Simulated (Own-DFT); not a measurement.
## Calculated data, Al₃GaN₄ (wurtzite random alloy, strained, atoms displaced), AlGa₂N₃ (wurtzite random alloy, atoms displaced)

All values are calculated (Own-DFT development build). A calculation, not a measurement: plane-wave PBE density functional theory by an unreviewed code, no spin, of a simulated periodic cell, stress positive in tension, free energy of the whole cell less one offset for each atom, forces on such cells passed a denser k mesh, this cell's mesh not checked; offsets are fitted by least squares, one for each functional and potential file, so energies compare only between cells with the same atoms and settings and are not formation energies; the far tail of each file's local potential was reset to the Coulomb form; each entry is a single point on an unrelaxed cell, so the pressure reflects the starting lattice, mostly measured values, from which strain is counted, and rises with the displacements; printed positions are rounded, which can move forces by about a meV/angstrom; the program is a retired in-house code; no spin-orbit coupling.

Common to all runs: functional PBE; k mesh 4 x 4 x 3 centred on Gamma.

(1) Al₃GaN₄ (wurtzite random alloy, strained, atoms displaced)

```
Al3GaN4
1.0
      9.1824     0.0000     0.0000
     -4.5912     7.9522     0.0000
      0.0000     0.0000    10.0655
Al Ga N Al N Ga N Al N Ga N Ga Al N Al Ga N Ga Al N Ga Al N Al N Al N Al N Al N Al N Al N Al N Al N Al N
1 1 2 2 2 2 2 2 2 2 2 1 1 2 1 1 2 1 1 2 1 1 2 2 2 2 2 2 2 2 2 2 2 2 2 2 2 2 2 2 2
Direct
  0.09912 0.21165 0.00004
  0.22453 0.11336 0.24900
  0.11273 0.22393 0.19650
  0.23917 0.11582 0.43884
  0.10830 0.22093 0.50180
  0.22719 0.11295 0.74981
  0.11297 0.22516 0.69530
  0.22130 0.10678 0.93766
  0.11118 0.55054 0.99705
  0.22389 0.44433 0.25245
  0.11240 0.55461 0.19265
  0.22112 0.43743 0.44083
  0.12008 0.56650 0.49562
  0.21836 0.44293 0.75314
  0.10921 0.55775 0.68529
  0.22137 0.45037 0.93609
  0.11236 0.88286 0.99537
  0.22515 0.78038 0.25798
  0.10404 0.89500 0.18748
  0.22522 0.78270 0.44657
  0.11384 0.88338 0.50294
  0.22318 0.78014 0.75473
  0.11179 0.88505 0.68562
  0.22059 0.77318 0.94661
  0.44801 0.22347 0.99667
  0.55481 0.10527 0.24471
  0.44444 0.22748 0.19302
  0.55986 0.11315 0.44469
  0.44060 0.22012 0.49695
  0.55982 0.11294 0.74830
  0.43683 0.22804 0.68688
  0.54997 0.11451 0.94862
  0.44425 0.56013 0.00506
  0.55767 0.44684 0.25824
  0.45016 0.56057 0.19460
  0.55485 0.45161 0.43403
  0.44684 0.55909 0.50892
  0.55939 0.45190 0.74593
  0.44928 0.56396 0.68914
  0.56319 0.43424 0.93602
  0.43175 0.88245 0.99379
  0.56747 0.77812 0.24988
  0.44492 0.88558 0.19120
  0.54427 0.77048 0.43463
  0.44355 0.88925 0.49972
  0.55778 0.77394 0.74111
  0.44512 0.89076 0.68896
  0.54751 0.77722 0.93817
  0.78592 0.22760 0.99294
  0.88267 0.11189 0.25878
  0.77927 0.22282 0.19202
  0.88372 0.10553 0.43918
  0.76965 0.21399 0.49850
  0.90088 0.11587 0.75339
  0.77879 0.21623 0.68851
  0.89608 0.11656 0.93868
  0.77944 0.55932 0.99975
  0.89582 0.43608 0.23600
  0.78075 0.55966 0.19004
  0.88764 0.44628 0.43553
  0.77293 0.54858 0.50098
  0.88726 0.45157 0.73877
  0.76732 0.55023 0.68567
  0.89739 0.45242 0.94264
  0.76663 0.88313 0.99463
  0.87310 0.77309 0.24836
  0.77799 0.89595 0.19624
  0.88133 0.78075 0.43992
  0.78713 0.88674 0.49537
  0.88644 0.78362 0.74163
  0.78418 0.89151 0.68858
  0.89446 0.78234 0.94091
```

```
potential files                   : PseudoDojo norm-conserving, scalar-relativistic, standard set with the stringent files for Ga
wave cutoff                       : 96 hartree
occupations                       : Gaussian
smearing width                    : 0.01 eV
free energy of cell above offsets : -20.101 eV
pressure                          : 17.28 GPa
stress xx                         : -22.22 GPa
stress yy                         : -20.67 GPa
stress zz                         : -8.95 GPa
stress yz                         : -1.02 GPa
stress xz                         : 0.22 GPa
stress xy                         : -1.06 GPa
```

Force:
```csv
element,x (eV/Å),y (eV/Å),z (eV/Å)
Al,3.16,1.916,1.457
Ga,-0.095,-0.37,0.542
N,-2.122,-0.893,-2.074
N,-5.649,-2.301,-0.296
Al,0.819,-0.436,-0.071
Al,-0.961,-0.657,0.418
N,0.88,-0.205,-1.313
N,-0.217,1.616,-0.425
Ga,-0.127,1.022,2.069
Ga,0.503,0.392,0.42
N,0.085,0.557,-0.675
N,-0.278,1.326,1.563
Al,-0.54,-2.786,0.45
Al,0.189,1.092,-0.807
N,0.569,0.305,0.381
N,2.034,-2.731,-0.27
Ga,-0.841,1.38,2.023
Ga,-1.27,0.167,-1.254
N,0.32,-2.116,0.665
N,1.644,-0.828,-0.974
Ga,-2.279,1.635,-0.94
Al,0.321,-0.622,-0.418
N,-0.577,0.583,2.387
N,0.329,-0.051,-2.864
Al,-1.999,-0.035,1.821
Ga,-0.959,1.152,0.944
N,1.23,0.765,-1.55
N,-0.495,-1.515,-0.915
Ga,2.875,2.482,1.326
Al,-1.187,0.302,0.563
N,2.302,0.1,0.923
N,2.862,-1.476,-2.068
Ga,1.048,-1.703,-0.102
Al,0.373,-0.266,-2.105
N,0.732,-0.244,-0.537
N,0.332,0.199,2.159
Al,-0.47,-0.822,-2.09
Al,-1.183,-1.773,1.374
N,-0.52,-2.038,0.452
N,-1.338,2.155,-0.751
Al,1.92,1.9,1.996
Al,-2.957,-0.149,0.701
N,0.885,-1.128,-1.506
N,1.201,1.208,1.177
Al,0.953,0.513,0.294
Al,-0.747,2.381,1.385
N,0.124,-0.275,0.338
N,0.728,1.105,-1.421
Al,-1.414,-0.464,1.033
Al,1.459,0.478,-1.175
N,0.919,-0.753,-2.044
N,0.487,0.613,0.956
Al,1.62,1.977,0.518
Al,-1.673,-0.748,-0.491
N,-0.065,1.069,0.381
N,-2.186,-2.007,-0.533
Al,0.297,-0.199,0.519
Al,-2.499,2.129,2.469
N,0.083,-1.268,-0.633
N,0.89,-0.445,0.179
Al,-0.043,0.747,-1.373
Al,0.879,-1.252,1.211
N,1.304,1.821,-0.273
N,-2.444,-1.5,-1.922
Al,1.2,1.085,1.027
Al,2.496,1.114,0.478
N,0.431,0.045,-2.184
N,3.056,-2.435,-1.066
Al,-4.181,0.998,1.376
Al,2.011,-1.414,1.538
N,-1.481,0.743,-0.571
N,-2.75,-1.17,-1.818
```

(2) AlGa₂N₃ (wurtzite random alloy, atoms displaced)

```
AlGa2N3
1.0
      9.4900     0.0000     0.0000
     -4.7450     8.2186     0.0000
      0.0000     0.0000    10.2347
Al Ga N Ga N Ga N Ga Al N Ga N Ga Al N Ga Al N Al Ga N Ga N Ga N Ga Al N Ga N Ga Al N Ga N Ga Al N Al Ga N Al N Ga Al N
1 1 2 2 2 2 2 1 1 2 2 2 1 1 2 1 1 2 1 1 2 2 2 2 2 1 1 2 2 2 1 1 2 2 2 1 1 2 1 1 2 2 2 1 1 2
Direct
  0.10587 0.22215 0.00011
  0.22260 0.11659 0.24425
  0.11198 0.22346 0.18616
  0.22353 0.11529 0.44405
  0.10795 0.22184 0.49555
  0.22254 0.10922 0.75093
  0.11105 0.22482 0.68841
  0.22298 0.11268 0.94020
  0.11268 0.54925 0.99767
  0.22192 0.44888 0.24862
  0.11348 0.55519 0.18561
  0.22130 0.44325 0.43651
  0.10775 0.55322 0.50160
  0.22386 0.44789 0.75006
  0.11334 0.55624 0.68759
  0.21885 0.44044 0.94133
  0.11297 0.90223 0.00160
  0.22369 0.77749 0.24764
  0.11067 0.88672 0.18870
  0.22337 0.77465 0.43952
  0.11600 0.89390 0.50000
  0.22219 0.77727 0.74895
  0.11327 0.88713 0.68906
  0.22320 0.77669 0.94070
  0.45142 0.21594 0.99475
  0.55431 0.11215 0.24662
  0.44244 0.21967 0.18706
  0.55374 0.10583 0.44466
  0.44357 0.22444 0.50026
  0.55433 0.11085 0.75138
  0.44531 0.21763 0.69126
  0.55471 0.11439 0.93568
  0.44482 0.55696 0.00320
  0.55607 0.44742 0.25523
  0.44926 0.55436 0.19162
  0.55622 0.44094 0.44157
  0.43861 0.54401 0.49673
  0.55167 0.44613 0.75510
  0.44311 0.55202 0.68960
  0.55584 0.44790 0.94232
  0.44436 0.88790 0.00157
  0.55009 0.77321 0.24775
  0.44317 0.89413 0.19002
  0.54932 0.77675 0.44160
  0.44308 0.88937 0.50389
  0.55837 0.77580 0.74493
  0.44003 0.88707 0.69100
  0.55203 0.77690 0.93938
  0.77373 0.22050 0.00446
  0.88606 0.11211 0.25034
  0.76795 0.21518 0.18807
  0.88587 0.10790 0.44081
  0.77160 0.22194 0.50279
  0.88851 0.12037 0.75162
  0.78068 0.22571 0.69012
  0.88785 0.10948 0.93908
  0.78123 0.55045 0.99824
  0.89421 0.44828 0.25014
  0.77560 0.55789 0.18876
  0.89365 0.44598 0.43838
  0.77601 0.55735 0.49896
  0.88902 0.44465 0.75082
  0.77405 0.55509 0.68945
  0.89313 0.44336 0.93723
  0.77851 0.89255 0.99834
  0.89256 0.77649 0.25003
  0.78110 0.89183 0.18767
  0.88952 0.78061 0.43562
  0.77300 0.88696 0.49603
  0.89221 0.77886 0.75063
  0.77350 0.88592 0.69248
  0.88879 0.77776 0.94006
```

```
potential files                   : PseudoDojo norm-conserving, scalar-relativistic, standard set
wave cutoff                       : 42 hartree
occupations                       : Fermi-Dirac
smearing width                    : 0.05 eV
free energy of cell above offsets : 0.071 eV
pressure                          : 6.05 GPa
stress xx                         : -6.63 GPa
stress yy                         : -5.34 GPa
stress zz                         : -6.18 GPa
stress yz                         : 0.29 GPa
stress xz                         : -0.07 GPa
stress xy                         : 0.12 GPa
```

Force:
```csv
element,x (eV/Å),y (eV/Å),z (eV/Å)
Al,0.803,-0.07,-0.246
Ga,0.377,-0.892,1.023
N,-1.647,-0.1,-0.219
N,0.957,0.363,-0.954
Ga,-0.114,-0.123,0.884
Ga,-0.465,0.305,-0.285
N,0.215,0.716,0.391
N,-0.766,1.552,0.009
Ga,-0.655,1.424,0.039
Ga,0.767,-0.663,0.032
N,-1.309,-0.346,0.541
N,-0.385,-0.051,-0.022
Ga,0.739,0.456,-0.135
Al,0.049,-0.565,0.049
N,0.451,0.322,1.145
N,0.93,-0.752,-1.176
Ga,0.663,-2.377,-0.162
Ga,-0.39,0.154,0.455
N,-0.728,0.163,0.648
N,-0.603,0.263,-0.312
Ga,-0.167,-0.677,-0.203
Al,0.031,-0.101,0.653
N,-0.433,-0.766,0.591
N,-0.64,0.175,-1.039
Ga,-2.736,1.792,1.151
Al,-0.521,-0.308,1.237
N,1.027,0.312,0.396
N,-1.474,1.461,-1.713
Al,0.538,-0.89,0.514
Ga,0.585,-0.371,-0.75
N,-0.76,1.011,-1.172
N,1.954,-1.27,0.27
Ga,0.012,-0.241,-0.269
Ga,0.744,-0.963,-0.919
N,-1.269,1.028,0.208
N,0.755,-0.199,0.431
Ga,-0.216,1.457,0.735
Ga,0.77,-0.595,-0.365
N,-1.188,-0.286,-0.207
N,0.471,-0.709,-0.013
Ga,-0.393,-0.015,-0.423
Al,0.511,1.183,0.48
N,1.504,-0.265,0.407
N,0.553,-0.892,-1.473
Ga,-0.055,-0.555,-0.085
Ga,-1.185,-0.087,0.794
N,0.016,-0.273,0.49
N,1.233,0.585,0.16
Ga,0.527,0.065,-0.988
Al,0.337,-0.464,0.009
N,0.896,1.312,1.519
N,-0.525,0.677,-1.361
Ga,0.899,0.072,-0.377
Ga,1.124,-1.335,-0.371
N,-0.948,-0.134,-0.074
N,0.201,0.102,0.839
Ga,-0.763,0.987,0.265
Al,-0.733,-0.416,-0.172
N,1.67,-0.133,0.796
N,-1.852,-0.027,-0.792
Al,0.694,0.239,0.32
Ga,-0.176,0.539,-0.497
N,0.42,0.885,-0.694
N,-0.363,-0.583,0.469
Al,0.091,-1,0.178
Al,-0.782,0.514,-0.48
N,-0.404,-0.37,0.227
N,0.284,-1.191,-0.013
Ga,0.177,-0.169,0.778
Al,-0.492,-0.082,0.012
N,1.804,0.721,-0.468
N,-0.644,0.472,-0.716
```
